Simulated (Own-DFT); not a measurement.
# One host, several defects: wurtzite GaN

The numbers are computed, not measured, by runs of the plane-wave DFT program Own-DFT (in-house, retired, unreviewed) at fixed positions, with no spin and no spin-orbit coupling.

Common settings: PBE; PseudoDojo norm-conserving scalar-relativistic files; cutoff 42 hartree; 4 x 4 x 3 k mesh centred on Gamma; Fermi-Dirac smearing of 0.1 eV.

Known weak points (not all hold for every row): not probed for a lower state with spin; forces not confirmed at this smearing and k mesh; stress not checked against mesh or cutoff.

All runs share one cell, with vectors in Å (9.567, 0.000, 0.000); (-4.784, 8.285, 0.000); (0.000, 0.000, 10.370) and a volume of 822.0 Å³. The atoms are randomly displaced, by u rms on each axis. The defect's site can differ from row to row.

```
               cell  formula   u (Å)  P (GPa)
          no defect  Ga36N36  0.0196     5.89
          no defect  Ga36N36  0.0501     7.54
          no defect  Ga36N36  0.0516     7.39
one Ga on an N site  Ga37N35  0.0283    12.04
one Ga on an N site  Ga37N35  0.0301    12.04
one Ga on an N site  Ga37N35  0.0502    13.16
one Ga on an N site  Ga37N35  0.0523        ?
 one N on a Ga site  Ga35N37  0.0300     5.54
 one N on a Ga site  Ga35N37  0.0308     5.47
 one N on a Ga site  Ga35N37  0.0483     6.66
```

## Fit

P = P0 + c u² + a shift for each defect gives P0 = 5.61 GPa, c = 721 ± 43 GPa/Å² and a scatter of 0.11 GPa. The shifts, and each times the cell's volume:

- one Ga on an N site: 5.79 ± 0.09 GPa, 29.7 eV
- one N on a Ga site: -0.72 ± 0.09 GPa, -3.7 eV

Against the defect-free cell, a freed cell would be larger where the shift is positive and smaller where it is negative (160.2 GPa Å³ is 1 eV). The atoms around the defects weren't relaxed, which would change these numbers.

## Check

The question: what pressure belongs in the blank (one Ga on an N site, u = 0.0523 Å)?

The fit gives 13.37 ± 0.14 GPa. The calculation gave 13.22 GPa.
